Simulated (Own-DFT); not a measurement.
# Computed records: SiC (4H silicon carbide, atoms displaced)

Computed with Own-DFT development build. A calculation, not a measurement: plane-wave PBE density functional theory by an unreviewed code, no spin, of a simulated periodic cell, stress positive in tension, free energy of the whole cell less one offset for each atom, forces on such cells passed a denser k mesh, this cell's mesh not checked; offsets are fitted by least squares, one for each functional and potential file, so energies compare only between cells with the same atoms and settings and are not formation energies; the far tail of each file's local potential was reset to the Coulomb form; each entry is a single point on an unrelaxed cell, so the pressure reflects the starting lattice, mostly measured values (interpolated for alloys), from which strain is counted, and rises with the displacements; printed positions are rounded, which can move forces by about a meV/angstrom; the program, named Own-DFT, is a retired in-house code; no spin-orbit coupling.

SiC (4H silicon carbide, atoms displaced)

```
cell vectors (Å)
   9.2481     0.0000     0.0000
  -4.6241     8.0091     0.0000
   0.0000     0.0000    10.0681
atoms (fractions of the cell vectors)
Si  0.00131  0.00156  0.40169
Si  0.11470  0.22194  0.15924
C   0.99978  0.99446  0.08765
C   0.11704  0.22534  0.35025
Si  0.00209  0.33463  0.41037
Si  0.10909  0.55216  0.15660
C   0.99699  0.33105  0.10404
C   0.10932  0.55260  0.34041
Si  0.00031  0.66582  0.40270
Si  0.10952  0.89036  0.15368
C   0.00373  0.66976  0.09913
C   0.11193  0.88925  0.34109
Si  0.33229  0.99544  0.40714
Si  0.44333  0.22184  0.15755
C   0.32781  0.00343  0.09174
C   0.44106  0.22117  0.34055
Si  0.33321  0.32861  0.40572
Si  0.43914  0.55759  0.15631
C   0.33736  0.33519  0.09307
C   0.44193  0.55563  0.34644
Si  0.33954  0.67142  0.40727
Si  0.44113  0.88688  0.15765
C   0.33493  0.66770  0.09398
C   0.44654  0.89288  0.34231
Si  0.66377  0.99758  0.40384
Si  0.77425  0.21994  0.16351
C   0.67353  0.00030  0.09584
C   0.77443  0.22368  0.34482
Si  0.66498  0.32955  0.40798
Si  0.77261  0.55617  0.15333
C   0.66354  0.32798  0.09789
C   0.77386  0.55408  0.34495
Si  0.67087  0.67210  0.40715
Si  0.77841  0.88575  0.15778
C   0.66338  0.66669  0.09714
C   0.77475  0.88959  0.34403
Si  0.99589  0.99476  0.90303
Si  0.89029  0.77893  0.65749
C   0.99876  0.00358  0.58978
C   0.88512  0.78009  0.84275
Si  0.99801  0.66884  0.90396
Si  0.88847  0.44343  0.65604
C   0.00266  0.66966  0.59820
C   0.88355  0.43642  0.84002
Si  0.00378  0.33954  0.90567
Si  0.89006  0.10903  0.64702
C   0.99913  0.33805  0.59655
C   0.88647  0.11059  0.84314
Si  0.66855  0.00102  0.90608
Si  0.55232  0.77739  0.65921
C   0.66532  0.00252  0.59197
C   0.55844  0.78126  0.84698
Si  0.66713  0.66744  0.91084
Si  0.54998  0.43754  0.65650
C   0.67440  0.67417  0.58847
C   0.55427  0.45112  0.83988
Si  0.66621  0.33446  0.90480
Si  0.56119  0.11486  0.65034
C   0.66691  0.33772  0.59539
C   0.55765  0.11195  0.84190
Si  0.33418  0.00362  0.90732
Si  0.22492  0.78031  0.65342
C   0.33577  0.00149  0.58839
C   0.22660  0.78197  0.84268
Si  0.33085  0.66132  0.90271
Si  0.22085  0.44342  0.66073
C   0.33446  0.67291  0.59352
C   0.21986  0.43799  0.84516
Si  0.33766  0.33380  0.90890
Si  0.22762  0.10785  0.65593
C   0.33256  0.32823  0.59210
C   0.22262  0.10854  0.84837
```

Settings of this run: functional PBE, potential files PseudoDojo norm-conserving, scalar-relativistic, standard set, wave cutoff 42 hartree, occupations Fermi-Dirac, smearing width 0.1 eV, hardware one NVIDIA H100 and k mesh 4 x 4 x 3 centred on Gamma.

Results for SiC (4H silicon carbide, atoms displaced): free energy of cell above offsets -10.858 eV; pressure 3.64 GPa; stress xx -3.73 GPa; stress yy -2.56 GPa; stress zz -4.61 GPa; stress yz -0.41 GPa; stress xz 0.3 GPa; stress xy 0.75 GPa; wall time 376.8 s.

Force:
| element | x (eV/Å) | y (eV/Å) | z (eV/Å) |
| --- | --- | --- | --- |
| Si | 0.036 | -0.383 | 0.678 |
| Si | -0.496 | -0.263 | -0.474 |
| C | -0.813 | 0.832 | 1.313 |
| C | -1.061 | -0.686 | -1.15 |
| Si | -0.366 | 0.147 | -0.748 |
| Si | 0.095 | 0.522 | -0.022 |
| C | 0.466 | 0.007 | -1.808 |
| C | 0.508 | 0.764 | 1.4 |
| Si | -0.404 | -0.14 | 0.515 |
| Si | 0.499 | -0.218 | 0.299 |
| C | -0.824 | -0.909 | -1.593 |
| C | -0.163 | -0.104 | 0.332 |
| Si | -0.651 | 0.953 | -1.22 |
| Si | 0.056 | -0.032 | -0.431 |
| C | 1.458 | -0.483 | 0.559 |
| C | 0.806 | -0.497 | 1.123 |
| Si | 0.18 | 1.244 | 0.336 |
| Si | 1.034 | -0.444 | 0.701 |
| C | -0.619 | 0.13 | 0.45 |
| C | 0.696 | 0.01 | -0.208 |
| Si | -1.006 | -0.821 | -0.431 |
| Si | 0.264 | 0.948 | -1.072 |
| C | -1.008 | -0.309 | -0.62 |
| C | -0.175 | -0.818 | 0.325 |
| Si | 0.13 | 0.827 | 0.412 |
| Si | 0.451 | 0.011 | -1.342 |
| C | -1.406 | -0.214 | -0.092 |
| C | 1.088 | -0.543 | 1.201 |
| Si | -0.958 | 1.022 | -0.393 |
| Si | 1.166 | -0.542 | 1.139 |
| C | -0.087 | 0.912 | -1.138 |
| C | 0.392 | 0.132 | -0.241 |
| Si | -0.37 | -1.099 | -0.538 |
| Si | -0.084 | 0.71 | -0.374 |
| C | 0.002 | -0.267 | -0.593 |
| C | 0.863 | 0.405 | -0.289 |
| Si | -0.207 | 1.544 | 0.085 |
| Si | -0.369 | 0.341 | -0.803 |
| C | 1.677 | -0.796 | 0.205 |
| C | 0.659 | -0.976 | 0.303 |
| Si | 0.718 | -0.332 | 0.365 |
| Si | -0.515 | 0.782 | -0.097 |
| C | -0.017 | -0.347 | -1.072 |
| C | 0.081 | 1.786 | 1.102 |
| Si | -0.628 | -2.102 | 1.015 |
| Si | -1.02 | 0.709 | 1.967 |
| C | 0.854 | -0.712 | -0.563 |
| C | 0.832 | 0.405 | -0.523 |
| Si | -0.242 | 0.441 | 0.379 |
| Si | 1.157 | 0.54 | -0.514 |
| C | 0.647 | -0.628 | -0.436 |
| C | -0.314 | -0.936 | -0.243 |
| Si | -0.588 | 0.364 | -0.776 |
| Si | 0.032 | 2.034 | -0.828 |
| C | -1.138 | -1.207 | 1.671 |
| C | 0.841 | -0.772 | 1.214 |
| Si | -0.198 | -0.595 | 0.414 |
| Si | -0.698 | -0.209 | 1.212 |
| C | 0.47 | -0.642 | -0.548 |
| C | -0.547 | 0.049 | 0.043 |
| Si | 0.909 | -0.53 | -0.31 |
| Si | -0.393 | 0.19 | 0.747 |
| C | 0.413 | -0.215 | 0.901 |
| C | -0.447 | -0.694 | 0.104 |
| Si | 0.042 | 1.206 | 0.692 |
| Si | 0.365 | 0.12 | -1.309 |
| C | 0.561 | -1.264 | 0.293 |
| C | 0.369 | 0.882 | 0.193 |
| Si | -0.548 | -0.536 | -0.5 |
| Si | -1.525 | 0.279 | 0.246 |
| C | -0.505 | 0.531 | 0.551 |
| C | -0.427 | 0.483 | -1.184 |
